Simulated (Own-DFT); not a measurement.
## Calculated data, Hf36O71 (tetragonal hafnia with one neutral oxygen vacancy, atoms displaced)

Computed with Own-DFT development build. A calculation, not a measurement: plane-wave PBE and HSE06 DFT by an unreviewed code, no spin, of a simulated cell at Gamma alone, so results move with cell size and shape, stress positive in tension, energies less offsets, not probed for a lower state with spin; hafnium file: forces about 75 meV/angstrom off all-electron values; oxygen file: force components 24 meV/angstrom off all-electron in a glass; k mesh not checked against a denser one; forces and stress are PBE's, HSE06 gives the energy alone, and its difference from PBE has offsets of its own; offsets are fitted by least squares, one for each functional and potential file, so energies compare only between cells with the same atoms and settings and are not formation energies; the far tail of each file's local potential was reset to the Coulomb form; each entry is a single point on an unrelaxed cell, so the pressure reflects the starting lattice, taken from the Materials Project, from which strain is counted, and rises with the displacements; printed positions are rounded, which can move forces by about a meV/angstrom; the program is a retired in-house code; no spin-orbit coupling.

Settings shared by all entries: first functional PBE; second functional HSE06; exact exchange share 0.25; screening 0.11 1/bohr; exchange divergence Gygi-Baldereschi; potential files PseudoDojo norm-conserving, scalar-relativistic, made for PBE, standard set; wave cutoff 48 hartree; occupations fixed; k mesh 1 x 1 x 1 centred on Gamma.

```yaml
- entry: 1
  formula: Hf36O71
  kind: "tetragonal hafnia with one neutral oxygen vacancy, atoms displaced"
  structure:
    cell_angstrom: [[10.78, 0.0, 0.0], [0.0, 10.78, 0.0], [0.0, 0.0, 10.4493]]
    atoms_fractional:
      - [Hf, 0.99865, 0.98816, 0.99369]
      - [Hf, 0.17728, 0.16143, 0.23849]
      - [O, 0.00681, 0.17249, 0.1505]
      - [O, 0.17368, 0.99737, 0.35777]
      - [O, 0.0089, 0.16222, 0.40245]
      - [O, 0.16463, 0.00404, 0.09435]
      - [Hf, 0.98929, 0.9942, 0.49059]
      - [Hf, 0.16772, 0.1672, 0.75373]
      - [O, 0.00227, 0.15519, 0.65847]
      - [O, 0.17088, 0.01166, 0.8495]
      - [O, 0.00821, 0.16242, 0.90572]
      - [O, 0.16625, 0.99556, 0.60031]
      - [Hf, 0.01274, 0.34382, 0.99574]
      - [Hf, 0.16971, 0.50716, 0.24507]
      - [O, 0.00971, 0.49292, 0.14855]
      - [O, 0.16863, 0.33327, 0.35016]
      - [O, 0.00939, 0.48943, 0.39789]
      - [O, 0.16242, 0.33353, 0.09866]
      - [Hf, 0.00217, 0.32005, 0.50252]
      - [Hf, 0.16555, 0.51058, 0.74724]
      - [O, 0.99538, 0.49345, 0.65037]
      - [O, 0.16922, 0.3375, 0.85383]
      - [O, 0.17266, 0.32212, 0.60582]
      - [Hf, 0.98668, 0.66159, 0.00622]
      - [Hf, 0.15987, 0.83763, 0.23777]
      - [O, 0.99136, 0.83729, 0.14937]
      - [O, 0.16901, 0.66136, 0.36019]
      - [O, 0.98948, 0.83166, 0.40213]
      - [O, 0.17324, 0.66303, 0.08514]
      - [Hf, 0.00234, 0.67776, 0.51588]
      - [Hf, 0.1643, 0.82283, 0.75399]
      - [O, 0.99981, 0.83448, 0.64737]
      - [O, 0.17595, 0.67708, 0.84788]
      - [O, 0.00227, 0.83173, 0.91253]
      - [O, 0.16222, 0.67968, 0.59338]
      - [Hf, 0.33935, 0.00189, 0.99292]
      - [Hf, 0.4927, 0.16647, 0.24239]
      - [O, 0.32978, 0.16558, 0.14524]
      - [O, 0.49246, 0.0093, 0.35155]
      - [O, 0.33141, 0.17285, 0.40448]
      - [O, 0.49764, 0.00165, 0.09892]
      - [Hf, 0.32515, 0.99885, 0.49939]
      - [Hf, 0.50481, 0.1777, 0.75577]
      - [O, 0.34576, 0.1632, 0.66389]
      - [O, 0.48867, 0.99674, 0.85405]
      - [O, 0.33152, 0.16532, 0.88162]
      - [O, 0.48527, 0.00524, 0.60327]
      - [Hf, 0.33256, 0.34241, 0.0059]
      - [Hf, 0.50376, 0.49545, 0.25704]
      - [O, 0.34192, 0.49832, 0.15101]
      - [O, 0.50132, 0.34111, 0.34356]
      - [O, 0.33247, 0.48994, 0.39642]
      - [O, 0.50361, 0.3343, 0.09678]
      - [Hf, 0.33653, 0.32931, 0.51678]
      - [Hf, 0.50496, 0.50226, 0.75073]
      - [O, 0.33603, 0.50583, 0.654]
      - [O, 0.50733, 0.34854, 0.85714]
      - [O, 0.3388, 0.48979, 0.90169]
      - [O, 0.49583, 0.33712, 0.60402]
      - [Hf, 0.33732, 0.6527, 0.99581]
      - [Hf, 0.49904, 0.83849, 0.25846]
      - [O, 0.33716, 0.82827, 0.16211]
      - [O, 0.49969, 0.66258, 0.35456]
      - [O, 0.33089, 0.82579, 0.41401]
      - [O, 0.50718, 0.66009, 0.09516]
      - [Hf, 0.34365, 0.67204, 0.50247]
      - [Hf, 0.49724, 0.84151, 0.75892]
      - [O, 0.33493, 0.83772, 0.65342]
      - [O, 0.49152, 0.65111, 0.85153]
      - [O, 0.32955, 0.8283, 0.89843]
      - [O, 0.49268, 0.6675, 0.5946]
      - [Hf, 0.66972, 0.99837, 0.99805]
      - [Hf, 0.82916, 0.16533, 0.25225]
      - [O, 0.67308, 0.16737, 0.14305]
      - [O, 0.8226, 0.00968, 0.34558]
      - [O, 0.67056, 0.15933, 0.41041]
      - [O, 0.84012, 0.99014, 0.08611]
      - [Hf, 0.66057, 0.99417, 0.49729]
      - [Hf, 0.85174, 0.15907, 0.75215]
      - [O, 0.67249, 0.16916, 0.66021]
      - [O, 0.82334, 0.99525, 0.84921]
      - [O, 0.67197, 0.1697, 0.88259]
      - [O, 0.83005, 0.99635, 0.61451]
      - [Hf, 0.65186, 0.35306, 0.00678]
      - [Hf, 0.82319, 0.49463, 0.2571]
      - [O, 0.66592, 0.4918, 0.14641]
      - [O, 0.83371, 0.3334, 0.3471]
      - [O, 0.67755, 0.50498, 0.39673]
      - [O, 0.83863, 0.33433, 0.09848]
      - [Hf, 0.66315, 0.3359, 0.52191]
      - [Hf, 0.83186, 0.49647, 0.74049]
      - [O, 0.65197, 0.49418, 0.64644]
      - [O, 0.82419, 0.33006, 0.84988]
      - [O, 0.66844, 0.50539, 0.90485]
      - [O, 0.82781, 0.33866, 0.60413]
      - [Hf, 0.66442, 0.65778, 0.97577]
      - [Hf, 0.84253, 0.83955, 0.23608]
      - [O, 0.67154, 0.82547, 0.14045]
      - [O, 0.84094, 0.66836, 0.34683]
      - [O, 0.66056, 0.85032, 0.38928]
      - [O, 0.83514, 0.65908, 0.09939]
      - [Hf, 0.67372, 0.66576, 0.50532]
      - [Hf, 0.83452, 0.83413, 0.75294]
      - [O, 0.65906, 0.83506, 0.62946]
      - [O, 0.84096, 0.66186, 0.85216]
      - [O, 0.67827, 0.83499, 0.91272]
      - [O, 0.83946, 0.67025, 0.59178]
  results:
    "PBE_energy_of_cell_above_offsets [eV]": "-86.823"
    "HSE06_less_PBE_above_offsets [eV]": "0.641"
    "PBE_pressure [GPa]": 4.51
    "PBE_stress_xx [GPa]": -5.89
    "PBE_stress_yy [GPa]": -4.09
    "PBE_stress_zz [GPa]": -3.54
    "PBE_stress_yz [GPa]": -0.77
    "PBE_stress_xz [GPa]": 0.86
    "PBE_stress_xy [GPa]": -0.25
    force_element: [Hf, Hf, O, O, O, O, Hf, Hf, O, O, O, O, Hf, Hf, O, O, O, O, Hf, Hf, O, O, O, Hf, Hf, O, O, O, O, Hf, Hf, O, O, O, O, Hf, Hf, O, O, O, O, Hf, Hf, O, O, O, O, Hf, Hf, O, O, O, O, Hf, Hf, O, O, O, O, Hf, Hf, O, O, O, O, Hf, Hf, O, O, O, O, Hf, Hf, O, O, O, O, Hf, Hf, O, O, O, O, Hf, Hf, O, O, O, O, Hf, Hf, O, O, O, O, Hf, Hf, O, O, O, O, Hf, Hf, O, O, O, O]
    "force_x [eV/angstrom]": [1.508, -4.014, -0.86, -0.614, -0.966, 0.632, 1.373, 1.516, 0.928, -0.308, -1.013, -1.016, -3.024, -0.331, -1.377, -0.171, -0.93, 2.95, 1.205, 0.099, 1.352, -0.791, -1.338, 1.728, 2.411, 4.341, -0.653, 0.464, -1.572, 0.511, 1.664, -0.819, -0.406, -0.096, 2.041, -1.375, 1.824, 2.266, -0.261, 0.505, 0.537, 0.113, 1.251, -2.236, 1.189, 1.032, 2.772, -0.992, -0.824, -0.705, 0.85, 0.696, -3.312, -2.347, -3.369, -0.901, -0.017, -1.074, 1.274, 1.148, 1.441, -1.249, 0.311, 0.754, -0.542, -2.712, -1.541, -0.105, 1.172, 0.883, 4.036, 0.01, 1.151, -1.388, 1.684, -0.497, -1.399, -0.765, -4.333, -0.533, 1.304, -1.562, 0.454, 5.711, 2.506, -0.183, -0.155, -0.538, -0.496, 0.692, 0.847, 3.222, 1.514, 0.463, 1.399, -0.338, -5.753, -0.56, -0.842, -0.005, -1.173, -1.69, -0.72, 0.699, -0.106, -0.923, -2.619]
    "force_y [eV/angstrom]": [4.728, 1.765, -0.86, -0.836, -0.665, -1.514, 1.272, 0.265, 0.9, -3.529, 0.524, 0.41, -1.032, -1.475, 1.283, -0.862, 0.552, -0.057, 2.392, -1.674, 0.766, 1.09, 0.494, -1.935, -0.778, -0.603, 1.688, 0.831, 0.528, -2.286, 4.876, -0.269, -4.269, -2.135, -0.76, 0.01, 0.336, 0.186, -0.733, -0.535, 0.207, 0.393, -1.051, 0.948, 0.549, 1.201, -0.828, -1.933, 2.467, -0.269, -3.19, 1.017, -1.041, 0.507, -1.025, -0.146, -1.44, 1.66, -0.467, 1.481, -1.087, 0.446, 0.921, 2.407, 0.137, -2.724, -0.355, -0.83, 3.478, 0.427, -0.217, 2.493, 3.207, -0.63, -2.665, 2.212, 0.479, 2.043, 1.15, 0.78, -0.286, -1.201, -0.338, -4.05, 0.263, 0.352, -1.47, -0.554, 0.662, -2.486, -2.24, 1.443, 1.861, -2.702, 0.055, 5.007, -1.258, 1.095, 0.466, -3.019, 0.026, 1.383, 0.973, -1.036, 0.218, -1.343, -0.614]
    "force_z [eV/angstrom]": [0.816, 3.124, 0.999, -2.322, 0.486, 0.678, 1.843, -0.207, -2.096, 0.253, -0.766, -0.467, 0.786, 3.176, -1.029, -1.027, 1.491, 0.125, -2.247, 0.175, 0.939, -0.516, 0.191, -0.59, 2.139, -1.426, -2.38, -1.013, 1.298, -5.214, -2.048, 1.372, 0.283, -2.639, 2.809, -0.929, 1.469, -1.358, -0.734, -0.348, 0.333, 0.907, 0.269, -2.076, 0.197, 3.694, -0.075, -0.377, -0.393, -0.99, 0.993, 1.364, 1.718, -3.406, -0.599, 0.508, -0.278, -0.656, 1.252, 1.387, -0.758, -0.359, -0.402, -1.71, -0.787, -1.631, -2.494, 1.143, -0.013, 0.952, 1.951, 0.543, -1.682, 0.766, 0.581, -0.318, 1.363, 1.749, 2.071, -1.588, 0.131, 3.146, -1.886, -1.154, -0.725, 0.374, 1.033, 1.184, -0.558, -3.258, 1.786, -0.511, -1.321, -3.995, -0.259, 6.497, 2.95, 1.54, -0.225, -0.155, -0.023, -2.613, -1.038, 3.0, -1.16, -3.567, 2.567]
- entry: 2
  formula: Hf36O71
  kind: "tetragonal hafnia with one neutral oxygen vacancy, atoms displaced"
  structure:
    cell_angstrom: [[10.78, 0.0, 0.0], [0.0, 10.78, 0.0], [0.0, 0.0, 10.4493]]
    atoms_fractional:
      - [Hf, 0.00149, 0.01532, 0.00032]
      - [Hf, 0.17027, 0.16512, 0.25423]
      - [O, 0.00211, 0.17426, 0.14784]
      - [O, 0.14763, 0.99417, 0.34119]
      - [O, 0.00958, 0.1772, 0.39451]
      - [O, 0.17001, 0.00173, 0.10553]
      - [Hf, 0.99424, 0.99782, 0.50757]
      - [Hf, 0.16334, 0.16455, 0.749]
      - [O, 0.99148, 0.17147, 0.66325]
      - [O, 0.16377, 0.9933, 0.84547]
      - [O, 0.01362, 0.16512, 0.88238]
      - [O, 0.15913, 0.00136, 0.57704]
      - [Hf, 0.99434, 0.32653, 0.99736]
      - [Hf, 0.16958, 0.51195, 0.24204]
      - [O, 0.99832, 0.48776, 0.13975]
      - [O, 0.1621, 0.3293, 0.35559]
      - [O, 0.00219, 0.49344, 0.40883]
      - [O, 0.1628, 0.34771, 0.08393]
      - [Hf, 0.00113, 0.3461, 0.50162]
      - [Hf, 0.15854, 0.51346, 0.76662]
      - [O, 0.01697, 0.5064, 0.65208]
      - [O, 0.1635, 0.33723, 0.8502]
      - [O, 0.0062, 0.49328, 0.8988]
      - [O, 0.17083, 0.34228, 0.59288]
      - [Hf, 0.00761, 0.66659, 0.9883]
      - [Hf, 0.145, 0.83509, 0.24647]
      - [O, 0.98675, 0.84054, 0.14534]
      - [O, 0.17363, 0.6768, 0.34057]
      - [O, 0.0028, 0.83285, 0.40384]
      - [O, 0.16076, 0.66768, 0.09218]
      - [Hf, 0.99777, 0.6576, 0.49854]
      - [Hf, 0.16308, 0.83898, 0.76001]
      - [O, 0.02313, 0.83079, 0.65151]
      - [O, 0.18262, 0.67357, 0.85651]
      - [O, 0.00898, 0.83599, 0.89397]
      - [O, 0.17088, 0.67227, 0.60349]
      - [Hf, 0.33998, 0.00749, 0.00534]
      - [Hf, 0.48434, 0.17204, 0.24768]
      - [O, 0.34022, 0.17148, 0.15616]
      - [O, 0.49927, 0.00015, 0.34227]
      - [O, 0.33085, 0.15693, 0.41611]
      - [O, 0.50701, 0.00549, 0.09715]
      - [Hf, 0.32126, 0.00106, 0.50253]
      - [Hf, 0.50203, 0.16873, 0.75485]
      - [O, 0.32944, 0.17342, 0.63271]
      - [O, 0.50269, 0.00765, 0.85672]
      - [O, 0.332, 0.16776, 0.91043]
      - [O, 0.49134, 0.00442, 0.59692]
      - [Hf, 0.32728, 0.33487, 0.99888]
      - [Hf, 0.50214, 0.50499, 0.23702]
      - [O, 0.33362, 0.50373, 0.15168]
      - [O, 0.48708, 0.34037, 0.36274]
      - [O, 0.34146, 0.51255, 0.40032]
      - [O, 0.50581, 0.33069, 0.10344]
      - [Hf, 0.34074, 0.32924, 0.50894]
      - [Hf, 0.50841, 0.50236, 0.74613]
      - [O, 0.34406, 0.49606, 0.65729]
      - [O, 0.49218, 0.32921, 0.83906]
      - [O, 0.33432, 0.49783, 0.89752]
      - [O, 0.48489, 0.31827, 0.5968]
      - [Hf, 0.33087, 0.67859, 0.99662]
      - [Hf, 0.50157, 0.82801, 0.25633]
      - [O, 0.32977, 0.84005, 0.14769]
      - [O, 0.50814, 0.6596, 0.34692]
      - [O, 0.32674, 0.84514, 0.40432]
      - [O, 0.50872, 0.67002, 0.10471]
      - [Hf, 0.32272, 0.66007, 0.49755]
      - [Hf, 0.51128, 0.83156, 0.75256]
      - [O, 0.34334, 0.83219, 0.66194]
      - [O, 0.50615, 0.66767, 0.83773]
      - [O, 0.32981, 0.82694, 0.91124]
      - [O, 0.50393, 0.67023, 0.61097]
      - [Hf, 0.66571, 0.00315, 0.99532]
      - [Hf, 0.83036, 0.16396, 0.25449]
      - [O, 0.65465, 0.16261, 0.15571]
      - [O, 0.84136, 0.00938, 0.33711]
      - [O, 0.66225, 0.17667, 0.40207]
      - [O, 0.83238, 0.9989, 0.08877]
      - [Hf, 0.66761, 0.00614, 0.50784]
      - [Hf, 0.84304, 0.15301, 0.7527]
      - [O, 0.6641, 0.16889, 0.64257]
      - [O, 0.83244, 0.99908, 0.83773]
      - [O, 0.84069, 0.99589, 0.6026]
      - [Hf, 0.6758, 0.33338, 0.99073]
      - [Hf, 0.82524, 0.49327, 0.22687]
      - [O, 0.67035, 0.4902, 0.14017]
      - [O, 0.83543, 0.3314, 0.34207]
      - [O, 0.66873, 0.49876, 0.39192]
      - [O, 0.81292, 0.32583, 0.10215]
      - [Hf, 0.65753, 0.34206, 0.50895]
      - [Hf, 0.84326, 0.49989, 0.75053]
      - [O, 0.66628, 0.50605, 0.66154]
      - [O, 0.84109, 0.32914, 0.84408]
      - [O, 0.66013, 0.49365, 0.89328]
      - [O, 0.84484, 0.32593, 0.59602]
      - [Hf, 0.65035, 0.65255, 0.99034]
      - [Hf, 0.84109, 0.84192, 0.2548]
      - [O, 0.66835, 0.82801, 0.14407]
      - [O, 0.83162, 0.67068, 0.3531]
      - [O, 0.67394, 0.82301, 0.4184]
      - [O, 0.83646, 0.67183, 0.09888]
      - [Hf, 0.66688, 0.67097, 0.50959]
      - [Hf, 0.82071, 0.83275, 0.75379]
      - [O, 0.67026, 0.83191, 0.65079]
      - [O, 0.83558, 0.67704, 0.83603]
      - [O, 0.67425, 0.83465, 0.90567]
      - [O, 0.81809, 0.66372, 0.59557]
  results:
    "PBE_energy_of_cell_above_offsets [eV]": "-85.221"
    "HSE06_less_PBE_above_offsets [eV]": "0.689"
    "PBE_pressure [GPa]": 5.93
    "PBE_stress_xx [GPa]": -5.89
    "PBE_stress_yy [GPa]": -5.7
    "PBE_stress_zz [GPa]": -6.19
    "PBE_stress_yz [GPa]": 1.04
    "PBE_stress_xz [GPa]": -0.51
    "PBE_stress_xy [GPa]": 0.05
    force_element: [Hf, Hf, O, O, O, O, Hf, Hf, O, O, O, O, Hf, Hf, O, O, O, O, Hf, Hf, O, O, O, O, Hf, Hf, O, O, O, O, Hf, Hf, O, O, O, O, Hf, Hf, O, O, O, O, Hf, Hf, O, O, O, O, Hf, Hf, O, O, O, O, Hf, Hf, O, O, O, O, Hf, Hf, O, O, O, O, Hf, Hf, O, O, O, O, Hf, Hf, O, O, O, O, Hf, Hf, O, O, O, Hf, Hf, O, O, O, O, Hf, Hf, O, O, O, O, Hf, Hf, O, O, O, O, Hf, Hf, O, O, O, O]
    "force_x [eV/angstrom]": [0.47, -1.795, -0.288, 0.407, -1.01, -0.807, 1.729, 1.336, 3.752, 0.76, -1.224, -0.326, 0.929, -0.299, -0.309, 1.399, 0.327, 0.505, 2.051, 4.59, -3.866, 0.167, -1.002, -1.355, -2.846, 2.775, 1.967, -0.845, -0.878, 0.24, -0.614, 2.742, -4.621, -1.623, -0.598, -0.692, 0.449, 5.938, -4.658, 0.905, -0.365, -1.668, 3.073, -0.642, -1.011, 0.282, -0.649, 2.298, 1.271, -0.007, -0.261, 0.394, -1.369, -0.862, -4.752, -3.801, -1.29, 0.84, 0.159, 6.717, 0.382, -0.092, 0.529, -0.362, 0.513, -1.878, 1.998, -2.67, -1.047, 0.377, 1.166, -0.384, -0.4, -1.189, 1.71, -0.256, 0.74, 0.674, -2.716, -3.486, 0.916, -0.017, -2.276, -3.375, 1.74, -2.118, 0.136, 0.041, 3.801, 0.842, -0.414, 2.247, -0.463, 0.915, -2.789, 2.878, -3.303, -0.117, 1.404, -0.334, 0.163, -2.927, 2.45, -0.803, 0.642, -0.46, 5.476]
    "force_y [eV/angstrom]": [-2.046, 0.281, -0.222, 1.396, -1.647, 0.669, 0.828, 1.847, -0.851, 3.539, -0.154, 0.811, 0.224, -2.496, 0.441, 1.55, 3.983, -0.791, -4.406, -2.653, 0.626, -1.045, 1.942, -0.444, 1.136, 1.61, -0.107, -1.878, -0.63, -0.201, 1.613, -2.167, 0.114, -0.606, -0.244, -1.257, -2.163, -0.048, -0.094, -0.432, 1.76, -0.468, -1.635, -0.673, -1.323, -0.977, -0.072, -0.267, 1.313, -1.435, 0.037, -0.298, -1.718, 0.82, 1.278, -0.357, 0.64, 0.637, 0.913, 0.84, -2.834, 1.184, -1.047, 1.546, -2.476, -0.884, 2.547, 1.251, 0.693, -0.248, 4.042, -0.151, 0.658, 3.616, -0.283, -2.401, -0.981, 1.003, 0.891, 3.224, -0.549, -1.209, -0.048, -2.433, 1.146, 1.453, 0.846, -0.357, 0.054, -1.177, -0.233, -1.768, 0.734, 0.163, 1.838, 3.091, -2.974, 0.797, -0.736, 4.242, -1.615, -2.389, 0.988, 1.027, -3.963, -0.875, -0.448]
    "force_z [eV/angstrom]": [0.776, 1.971, -1.366, -0.165, 1.488, -1.585, -3.346, -1.398, -2.552, 0.866, 2.791, 3.455, 0.904, 0.942, 0.723, -2.691, -2.139, 1.138, -0.532, -1.845, -0.326, -0.744, -0.574, 1.297, 1.447, -0.052, -0.519, 0.688, -0.175, 0.981, 0.233, -1.899, -1.222, 0.137, 1.504, -0.568, 0.793, 3.495, -2.342, 0.129, -3.935, -0.437, 0.092, -2.203, 4.321, -0.456, -1.175, 0.402, -0.485, 2.75, -0.356, -1.736, -0.774, -1.202, -3.11, 0.423, -0.633, 1.002, 1.329, 2.855, 2.048, -0.445, 0.903, -0.058, -0.342, -1.023, 1.449, -1.628, 0.762, 3.086, -1.416, -1.333, 1.833, -1.281, -0.484, 2.763, 0.905, -0.209, -1.391, -1.19, 1.821, 2.327, 0.229, 0.191, 3.723, -1.539, -0.249, 1.071, -0.542, -2.309, -1.217, -1.82, 0.926, 0.13, 0.823, 1.717, -0.7, 1.987, -0.98, -1.713, -1.694, -2.976, -0.926, 0.27, 1.492, -1.337, 1.949]
```
